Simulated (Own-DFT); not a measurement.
# PBE and PBEsol under strain: C11b WSi2, 30 atoms (Si20W10)

Calculated, not measured: single-point runs of Own-DFT, a retired in-house plane-wave DFT program that no person has reviewed, on unrelaxed cells, without spin or spin-orbit coupling.

Caveats: forces on such cells failed a check on a denser k mesh; stress not checked against mesh or cutoff.

Each geometry was run with PBE and with PBEsol, otherwise alike: PseudoDojo norm-conserving scalar-relativistic files made for PBE; cutoff 50 hartree; 5 x 5 x 5 k mesh centred on Gamma; cold (Marzari-Vanderbilt) smearing of 0.2 eV. Unstrained cell vectors in Å: (-2.148, -5.953, 3.409); (-6.444, 2.976, 1.136); (-2.553, -2.948, -6.757). Each has a uniform strain, of which the change of volume is shown, and random moves of rms u per axis.

```
run  volume change (%)   u (Å)  P with PBE (GPa)  P with PBEsol (GPa)
  1               1.84  0.0449              2.72                -1.27
  2               0.26  0.0477              5.09                 1.02
  3               3.21  0.0458             -0.72                -4.64
  4               1.64  0.0491              2.83                -1.17
  5               1.55  0.0481              2.91                -1.09
  6               4.35  0.0585             -2.21                -6.10
  7               1.15  0.0460              4.04                 0.02
  8              -1.56  0.0496             10.61                 6.44
  9              -1.58  0.0499             10.33                 6.14
 10               0.56  0.0465              5.71                 1.65
 11              -0.67  0.0482              8.42                    ?
```

Q: by how much does PBEsol shrink this cell, and what belongs in the blank?

## Worked answer

Write v for the change of volume as a fraction. Fitted to v and u², the PBE pressure has a slope of -224 ± 9 GPa in v, with the ions held to the strained lattice. The difference PBEsol less PBE is -4.09 + 5.1 v GPa (slope ± 0.2) and averages -4.03 GPa. Divided by the mean slope of the two, 222 GPa, that makes PBEsol's volume at a given pressure, near 2 GPa, about 1.8 % smaller, or 0.61 % in lengths. At one volume PBEsol's slope is the smaller by 5 GPa, but its pressure there is lower too. If stiffness rises by about 4 GPa for each GPa, PBEsol at equal pressure is stiffer by about 11 GPa. Files made for PBEsol would give a different shift.

For run 11 the line gives 4.30 GPa. Computed: 4.30 GPa.
